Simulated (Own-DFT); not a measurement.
Si₃N₄ (beta silicon nitride, strained, atoms displaced) (calculated)

Computed with Own-DFT development build. A calculation, not a measurement: plane-wave PBE density functional theory by an unreviewed code, no spin, of a simulated periodic cell, stress positive in tension, free energy of the whole cell less one offset for each atom, forces on such cells passed a denser k mesh, this cell's mesh not checked; offsets are fitted by least squares, one for each functional and potential file, so energies compare only between cells with the same atoms and settings and are not formation energies; the far tail of each file's local potential was reset to the Coulomb form; each entry is a single point on an unrelaxed cell, so the pressure reflects the starting lattice, mostly measured values (interpolated for alloys), from which strain is counted, and rises with the displacements; printed positions are rounded, which can move forces by about a meV/angstrom; the program, named Own-DFT, is a retired in-house code; no spin-orbit coupling; before rounding, a Quantum ESPRESSO 7.3.1 run of the same cell and cutoff gave forces within 1 meV/angstrom rms on each cell, which checks the program and not the settings.

Settings shared by all entries: functional PBE; potential files PseudoDojo norm-conserving, scalar-relativistic, standard set; wave cutoff 42 hartree; occupations Fermi-Dirac; smearing width 0.1 eV; k mesh 3 x 3 x 3 centred on Gamma.

(1) Si₃N₄ (beta silicon nitride, strained, atoms displaced)

```
Si3N4
1.0
      7.4587    -0.1473     0.0862
     -3.8569     6.5678     0.0609
      0.0989     0.1378     8.6788
Si N Si N Si N
6 8 6 8 6 8
Direct
  0.17474 0.78218 0.08748
  0.23954 0.41016 0.07655
  0.59939 0.81677 0.08196
  0.82378 0.23763 0.25187
  0.76487 0.59340 0.24922
  0.40323 0.16700 0.24874
  0.33926 0.03781 0.08096
  0.96754 0.30901 0.08583
  0.70806 0.67400 0.08134
  0.67954 0.98174 0.25685
  0.03457 0.70703 0.24377
  0.30282 0.33104 0.24613
  0.33484 0.67546 0.09186
  0.65279 0.32439 0.24539
  0.17304 0.77003 0.41645
  0.23958 0.40038 0.41050
  0.59696 0.82771 0.41875
  0.82476 0.21689 0.58213
  0.77597 0.60225 0.57526
  0.41071 0.18032 0.58172
  0.32722 0.03452 0.41847
  0.97149 0.31517 0.41165
  0.69844 0.67067 0.42034
  0.66815 0.97939 0.58278
  0.02185 0.68852 0.58156
  0.30405 0.33440 0.58083
  0.32343 0.65273 0.42215
  0.65408 0.32097 0.58477
  0.18022 0.78315 0.74723
  0.22794 0.40454 0.75267
  0.57827 0.80862 0.74917
  0.82821 0.23404 0.91332
  0.77102 0.58475 0.92133
  0.39962 0.17859 0.91796
  0.32306 0.02237 0.75291
  0.98366 0.31388 0.75086
  0.70572 0.66562 0.76032
  0.66644 0.96112 0.91219
  0.02111 0.68990 0.90851
  0.30051 0.33038 0.91847
  0.33467 0.65938 0.75556
  0.66333 0.32791 0.91324
```

```
free energy of cell above offsets : -1.218 eV
pressure                          : 19.8 GPa
stress xx                         : -24.13 GPa
stress yy                         : -23.38 GPa
stress zz                         : -11.89 GPa
stress yz                         : 5.89 GPa
stress xz                         : 4.12 GPa
stress xy                         : -11.68 GPa
```

Force:
| element | x (eV/Å) | y (eV/Å) | z (eV/Å) |
| --- | --- | --- | --- |
| Si | 2.292 | -1.912 | -4.746 |
| Si | -2.367 | 1.132 | 2.767 |
| Si | -1.394 | 3.342 | 0.774 |
| Si | 0.121 | 0.729 | 0.06 |
| Si | -0.087 | -0.918 | 0.395 |
| Si | -2.734 | 0.055 | -0.315 |
| N | -0.852 | -0.821 | 0.843 |
| N | 0.975 | 0.034 | -2.192 |
| N | 0.53 | -0.912 | 1.073 |
| N | 0.113 | -3.208 | -1.767 |
| N | -2.092 | -0.968 | 3.952 |
| N | 0.813 | -0.786 | -1.187 |
| N | -0.062 | -1.464 | -0.478 |
| N | 2.895 | 3.922 | 0.418 |
| Si | 1.296 | -1.12 | -0.617 |
| Si | -2.01 | 0.362 | 1.061 |
| Si | -1.299 | -0.026 | 0.118 |
| Si | -0.593 | 7.204 | 0.44 |
| Si | -2.927 | -3.732 | 4.225 |
| Si | -3.827 | -2.689 | 0.42 |
| N | -0.278 | -1.723 | 0.296 |
| N | 0.38 | -0.726 | 0.827 |
| N | 0.005 | 0.294 | -1.894 |
| N | 0.069 | -7.077 | 0.433 |
| N | 3.715 | 2.289 | 0.744 |
| N | -0.024 | -0.795 | 0.81 |
| N | 0.543 | 3.229 | -0.166 |
| N | 5.524 | 4.504 | -0.144 |
| Si | -0.092 | -6.776 | -0.261 |
| Si | 4.125 | 0.735 | -1.611 |
| Si | 5.661 | 3.758 | 0.973 |
| Si | -0.45 | -1.285 | 1.564 |
| Si | -2.672 | -0.295 | -1.282 |
| Si | 1.452 | -1.124 | -1.762 |
| N | -0.072 | 5.704 | -0.119 |
| N | -4.696 | -2.986 | -1.59 |
| N | -1.632 | 0.719 | -3.093 |
| N | 0.364 | 1.461 | 0.009 |
| N | 4.293 | 2.436 | 2.733 |
| N | -0.362 | 0.018 | -1.406 |
| N | -5.012 | -0.547 | -0.437 |
| N | 0.367 | -0.038 | 0.133 |

(2) Si₃N₄ (beta silicon nitride, strained, atoms displaced)

```
Si3N4
1.0
      7.7079    -0.0679    -0.0194
     -3.9128     6.6018     0.0558
     -0.0222     0.0611     8.5709
Si N Si N Si N
6 8 6 8 6 8
Direct
  0.17545 0.77817 0.09018
  0.23528 0.41033 0.08605
  0.59773 0.83138 0.08951
  0.82992 0.22052 0.25261
  0.76352 0.59305 0.24998
  0.40917 0.17369 0.24860
  0.32353 0.03568 0.07265
  0.97866 0.30003 0.08210
  0.69740 0.66728 0.07552
  0.65367 0.94608 0.24849
  0.01730 0.68121 0.25317
  0.29561 0.31936 0.25940
  0.32892 0.66762 0.07441
  0.67204 0.34203 0.25397
  0.18065 0.75672 0.42146
  0.23264 0.41193 0.41302
  0.59264 0.81038 0.40743
  0.82788 0.21988 0.58938
  0.78015 0.60440 0.57707
  0.40080 0.16421 0.58663
  0.32300 0.02672 0.40995
  0.97447 0.30088 0.41576
  0.69001 0.66946 0.41275
  0.67279 0.97492 0.58373
  0.03613 0.71053 0.58268
  0.31753 0.34440 0.58229
  0.32542 0.66567 0.41090
  0.67114 0.33548 0.58288
  0.18490 0.78024 0.75431
  0.22740 0.39275 0.75308
  0.58464 0.80476 0.75952
  0.83101 0.22903 0.91827
  0.76873 0.59901 0.91781
  0.39498 0.17156 0.92807
  0.33495 0.02744 0.75647
  0.95823 0.29018 0.74361
  0.70162 0.67339 0.73919
  0.65987 0.95564 0.91908
  0.02425 0.68394 0.91484
  0.30116 0.33726 0.91018
  0.33857 0.67929 0.76366
  0.66703 0.32545 0.91087
```

```
free energy of cell above offsets : -1.452 eV
pressure                          : 11.27 GPa
stress xx                         : -4.11 GPa
stress yy                         : -9.33 GPa
stress zz                         : -20.38 GPa
stress yz                         : 3.34 GPa
stress xz                         : -0.74 GPa
stress xy                         : -2.3 GPa
```

Force:
| element | x (eV/Å) | y (eV/Å) | z (eV/Å) |
| --- | --- | --- | --- |
| Si | -0.144 | -3.512 | -1.559 |
| Si | 0.642 | 0.258 | -0.155 |
| Si | -0.483 | -4.76 | -5.006 |
| Si | -1.964 | 1.336 | -0.486 |
| Si | 0.278 | 0.201 | -0.833 |
| Si | 0.07 | 1.339 | 0.408 |
| N | -0.146 | -3.74 | 7.766 |
| N | -1.022 | -1.362 | 0.873 |
| N | -1.255 | 0.891 | 2.64 |
| N | 0.35 | 6.526 | 1.471 |
| N | 1.683 | 1.958 | 0.18 |
| N | -0.146 | 0.904 | -2.77 |
| N | 0.357 | 0.862 | 1.65 |
| N | 0.772 | -3.717 | -0.656 |
| Si | -4.432 | 2.21 | -1.376 |
| Si | 0.874 | -1.636 | 1.774 |
| Si | -3.212 | 2.147 | 5.405 |
| Si | -3.916 | 1.724 | -4.211 |
| Si | -0.591 | -2.601 | 0.835 |
| Si | 1.206 | 2.817 | -1.369 |
| N | 0.526 | -1.327 | 1.57 |
| N | -0.277 | -0.684 | 0.479 |
| N | 3.122 | -1.648 | -0.2 |
| N | -0.313 | -5.019 | -0.945 |
| N | 0.685 | 0.011 | 0.822 |
| N | -0.908 | -0.921 | 0.36 |
| N | 4.06 | -0.719 | 0.133 |
| N | 0.192 | -0.215 | -0.279 |
| Si | -0.648 | -3.442 | 0.067 |
| Si | -2.631 | 2.978 | -3.912 |
| Si | 0.771 | 3.585 | -2.523 |
| Si | -2.457 | -0.788 | -0.803 |
| Si | 1.486 | -2.465 | -2.806 |
| Si | 2.383 | 5.4 | -8.278 |
| N | -0.913 | 2.279 | 0.263 |
| N | 4.51 | 2.068 | 4.176 |
| N | 1.116 | -0.548 | 1.9 |
| N | 0.933 | 3.264 | 0.148 |
| N | 0.377 | 1.597 | 1.127 |
| N | 2.107 | -1.694 | 4.363 |
| N | -1.76 | -4.285 | -1.425 |
| N | -1.282 | 0.726 | 1.182 |

(3) Si₃N₄ (beta silicon nitride, strained, atoms displaced)

```
Si3N4
1.0
      7.4652     0.0064     0.1357
     -3.7271     6.6808    -0.1440
      0.1558    -0.1008     8.6330
Si N Si N Si N
6 8 6 8 6 8
Direct
  0.17687 0.77540 0.08536
  0.22573 0.40178 0.08207
  0.58990 0.81587 0.08800
  0.82239 0.22416 0.25552
  0.76303 0.60107 0.24705
  0.40134 0.16438 0.25264
  0.34325 0.03442 0.08188
  0.96835 0.30222 0.08199
  0.69557 0.67485 0.09098
  0.65489 0.96366 0.24705
  0.02373 0.68790 0.24663
  0.31530 0.33759 0.24599
  0.33246 0.66576 0.07705
  0.67791 0.33722 0.25108
  0.16847 0.75537 0.42715
  0.23570 0.41580 0.40886
  0.59443 0.83456 0.42908
  0.82335 0.22213 0.58323
  0.77501 0.59311 0.57418
  0.41889 0.17458 0.58624
  0.32944 0.03599 0.41804
  0.97637 0.30607 0.42096
  0.68856 0.66663 0.40728
  0.67508 0.96636 0.58202
  0.03118 0.69188 0.57523
  0.30193 0.34340 0.57676
  0.33272 0.66096 0.41818
  0.67336 0.32232 0.58515
  0.17236 0.76711 0.76117
  0.23751 0.41026 0.75103
  0.60657 0.83322 0.73840
  0.81989 0.22850 0.91279
  0.77283 0.59914 0.92667
  0.40464 0.16638 0.90714
  0.33545 0.02699 0.74587
  0.98054 0.30793 0.73574
  0.70718 0.68049 0.74743
  0.66166 0.97132 0.92407
  0.02822 0.69960 0.92401
  0.29726 0.32745 0.92009
  0.33986 0.66600 0.74674
  0.66930 0.33040 0.92694
```

```
free energy of cell above offsets : -2.203 eV
pressure                          : 12.1 GPa
stress xx                         : -17.33 GPa
stress yy                         : -3.26 GPa
stress zz                         : -15.7 GPa
stress yz                         : -4.08 GPa
stress xz                         : 7.1 GPa
stress xy                         : 0.23 GPa
```

Force:
| element | x (eV/Å) | y (eV/Å) | z (eV/Å) |
| --- | --- | --- | --- |
| Si | 1.326 | -0.114 | 0.961 |
| Si | 0.268 | 1.302 | 1.6 |
| Si | -2.971 | 2.403 | -1.785 |
| Si | 0.424 | 0.655 | -1.216 |
| Si | 2.66 | -3.383 | -0.128 |
| Si | 1.458 | 2.902 | -0.618 |
| N | -1.165 | -1.631 | -1.161 |
| N | -0.161 | -0.915 | 0.104 |
| N | 2.137 | -1.331 | -1.558 |
| N | 0.745 | 1.437 | 3.317 |
| N | 0.635 | 1.482 | 1.547 |
| N | -1.219 | -0.015 | -0.749 |
| N | -0.371 | -1.015 | 0.344 |
| N | -2.866 | -0.046 | 0.408 |
| Si | 2.036 | 3.25 | -7.137 |
| Si | 1.641 | -2.011 | 1.491 |
| Si | -0.63 | -3.606 | -6.766 |
| Si | 2.715 | 1.351 | -0.415 |
| Si | -2.12 | -1.333 | 0.376 |
| Si | -3.553 | 1.1 | -1.8 |
| N | 0.169 | -3.117 | 0.788 |
| N | -0.976 | -1.441 | -1.613 |
| N | 0.257 | 0.689 | 4.214 |
| N | 0.107 | 3.494 | 1.639 |
| N | -2.124 | -0.547 | 6.456 |
| N | 3.287 | -1.765 | 0.551 |
| N | -0.134 | 2.998 | 0.02 |
| N | -2.232 | 2.66 | 0.187 |
| Si | 1.62 | -0.511 | -3.069 |
| Si | 0.746 | 0.249 | -0.408 |
| Si | -1.819 | -1.633 | 5.518 |
| Si | 2.684 | -0.278 | 0.841 |
| Si | -1.72 | -2.033 | -2.367 |
| Si | 0.145 | 2.256 | 3.677 |
| N | -0.521 | -1.439 | -0.602 |
| N | -1.844 | -1.422 | 3.249 |
| N | 2.547 | -1.72 | 0.561 |
| N | 0.923 | -0.484 | -2.151 |
| N | 0.211 | 0.644 | -0.445 |
| N | 1.339 | -0.761 | -2.903 |
| N | -1.027 | 1.539 | 0.295 |
| N | -2.627 | 2.137 | -1.253 |

(4) Si₃N₄ (beta silicon nitride, strained, atoms displaced)

```
Si3N4
1.0
      7.5493     0.1121     0.1188
     -3.6776     6.4565    -0.1640
      0.1363    -0.1386     8.7612
Si N Si N Si N
6 8 6 8 6 8
Direct
  0.17682 0.77700 0.07960
  0.22786 0.39665 0.08602
  0.58297 0.81990 0.08266
  0.82757 0.23189 0.24359
  0.75891 0.58843 0.23371
  0.40667 0.17984 0.25542
  0.34247 0.04392 0.09041
  0.97525 0.30604 0.08761
  0.69486 0.65961 0.09060
  0.66147 0.97278 0.25204
  0.03999 0.71548 0.24742
  0.30671 0.34055 0.24584
  0.33378 0.66587 0.07868
  0.66524 0.33014 0.25398
  0.17512 0.78625 0.41588
  0.23113 0.40864 0.40342
  0.60624 0.83813 0.41823
  0.82267 0.21841 0.58946
  0.76259 0.60694 0.58511
  0.40207 0.17162 0.57979
  0.32706 0.01811 0.41844
  0.96189 0.30934 0.41327
  0.69713 0.66937 0.42592
  0.65549 0.95429 0.57526
  0.03422 0.70336 0.58370
  0.29857 0.32371 0.57781
  0.32623 0.66490 0.41908
  0.66584 0.33676 0.59391
  0.17573 0.76648 0.75165
  0.22059 0.39011 0.74008
  0.59973 0.82527 0.75251
  0.83429 0.24620 0.92384
  0.76770 0.60307 0.92704
  0.41395 0.17078 0.91592
  0.32799 0.03401 0.76031
  0.95888 0.30141 0.74928
  0.70534 0.65811 0.74644
  0.67146 0.97816 0.91612
  0.02765 0.69167 0.90368
  0.30017 0.32408 0.91229
  0.34578 0.67571 0.73996
  0.66439 0.34451 0.91574
```

```
pressure : ?
```

Question: Si₃N₄ (beta silicon nitride, strained, atoms displaced) (entry 4): pressure?
Answer: 12.56 GPa

Question: Give the table of force values for Si₃N₄ (beta silicon nitride, strained, atoms displaced) (entry 4).
Answer: 
Force:
| element | x (eV/Å) | y (eV/Å) | z (eV/Å) |
| --- | --- | --- | --- |
| Si | 0.156 | -0.03 | -0.233 |
| Si | 0.747 | 1.755 | -2.713 |
| Si | 0.138 | 2.014 | 0.338 |
| Si | -0.692 | -0.299 | 3.194 |
| Si | 4.259 | -0.246 | 8.458 |
| Si | 1.515 | -0.927 | 0.707 |
| N | -0.293 | -2.07 | -2.29 |
| N | -0.306 | -0.337 | -1.149 |
| N | -4.106 | 3.251 | -2.967 |
| N | 0.848 | -0.684 | -1.072 |
| N | -2.636 | -1.169 | -1.039 |
| N | 1.148 | -1.188 | -0.764 |
| N | -0.774 | -0.898 | -0.085 |
| N | -0.761 | 0.707 | -0.647 |
| Si | 0.032 | -8.126 | 0.707 |
| Si | -2.504 | 0.924 | 4.538 |
| Si | -2.523 | -5.009 | -4.603 |
| Si | -2.706 | 1.663 | -2.813 |
| Si | 6.031 | -3.34 | -3.488 |
| Si | 2.825 | 0.088 | 2.615 |
| N | 0.653 | 7.934 | -1.447 |
| N | 1.878 | -0.943 | 0.473 |
| N | 0.136 | 0.084 | -4.101 |
| N | 0.86 | 4.763 | 6.784 |
| N | -1.329 | 0.353 | -0.039 |
| N | -1.941 | 0.457 | -2.151 |
| N | 1.17 | 1.736 | -0.867 |
| N | -0.068 | -1.56 | -1.055 |
| Si | 0.587 | 1.082 | -3.378 |
| Si | 0.299 | 2.472 | 2.339 |
| Si | -0.318 | -0.712 | -1.36 |
| Si | -1.573 | -0.591 | -1.172 |
| Si | 1.94 | -1.133 | -5.278 |
| Si | -0.619 | 1.756 | 2.017 |
| N | 0.213 | -1.936 | -3.929 |
| N | 2.56 | 0.164 | 1.029 |
| N | -4.378 | 3.53 | 6.818 |
| N | 0.598 | -0.586 | 1.481 |
| N | -0.885 | 0.232 | 4.763 |
| N | -1.763 | 0.72 | 0.24 |
| N | -0.672 | -2.795 | 1.055 |
| N | 2.253 | -1.106 | 1.083 |

Further results for Si₃N₄ (beta silicon nitride, strained, atoms displaced) (entry 4):

```
free energy of cell above offsets : -0.873 eV
stress xx                         : -9.83 GPa
stress yy                         : -13.54 GPa
stress zz                         : -14.32 GPa
stress yz                         : -7.33 GPa
stress xz                         : 5.21 GPa
stress xy                         : 4.7 GPa
```
